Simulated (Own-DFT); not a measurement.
# What a defect does to the pressure of its cell: zincblende GaAs

Everything here is calculated. The program is Own-DFT (plane waves, in-house, since retired, never reviewed by a person); positions were held fixed, and spin and spin-orbit coupling were off.

Common settings: PBE; PseudoDojo norm-conserving scalar-relativistic files; cutoff 42 hartree; 3 x 3 x 3 k mesh centred on Gamma; Fermi-Dirac smearing of 0.1 eV.

Limits (not all hold for every row): not probed for a lower state with spin; forces not confirmed at this smearing and k mesh; stress not checked against mesh or cutoff.

All runs share one cell, with vectors in Å (11.737, 0.000, 0.000); (0.000, 11.737, 0.000); (0.000, 0.000, 10.919) and a volume of 1504.3 Å³, strained against the parent crystal. u is the rms random offset of the atoms per axis. The defect's site can differ from row to row.

| cell | formula | u (Å) | P (GPa) |
|---|---|---|---|
| no defect | As32Ga32 | 0.0282 | 0.73 |
| no defect | As32Ga32 | 0.0299 | 0.79 |
| no defect | As32Ga32 | 0.0511 | 1.13 |
| one In on a Ga site | As32Ga31In | 0.0283 | 1.31 |
| one In on a Ga site | As32Ga31In | 0.0295 | 1.31 |
| one In on a Ga site | As32Ga31In | 0.0453 | 1.52 |
| one P on an As site | As31Ga32P | 0.0307 | 0.52 |
| one P on an As site | As31Ga32P | 0.0466 | 0.89 |
| one P on an As site | As31Ga32P | 0.0502 | 0.77 |
| one Al on a Ga site | AlAs32Ga31 | 0.0298 | 0.73 |
| one Al on a Ga site | AlAs32Ga31 | 0.0335 | 0.78 |
| one Al on a Ga site | AlAs32Ga31 | 0.0511 | 1.00 |
| one Al on a Ga site | AlAs32Ga31 | 0.0526 | ? |
| one As vacancy and one Ga vacancy | As31Ga31 | 0.0271 | 0.47 |
| one As vacancy and one Ga vacancy | As31Ga31 | 0.0290 | 0.47 |
| one As vacancy and one Ga vacancy | As31Ga31 | 0.0495 | 0.77 |

## Fit

P = P0 + c u² + a shift for each defect gives P0 = 0.62 GPa, c = 184 ± 18 GPa/Å² and a scatter of 0.05 GPa. The shifts, and each times the cell's volume:

- one In on a Ga site: 0.53 ± 0.04 GPa, 5.0 eV
- one Al on a Ga site: -0.07 ± 0.04 GPa, -0.6 eV (not resolved)
- one P on an As site: -0.24 ± 0.04 GPa, -2.3 eV
- one As vacancy and one Ga vacancy: -0.30 ± 0.04 GPa, -2.8 eV

Against the defect-free cell, a freed cell would be larger where the shift is positive and smaller where it is negative (160.2 GPa Å³ is 1 eV). The atoms around the defects weren't relaxed, which would change these numbers.

## Withheld run

Question: what pressure belongs in the blank (one Al on a Ga site, u = 0.0526 Å)?

From the fit: 1.06 ± 0.06 GPa. The calculation gave 1.09 GPa.
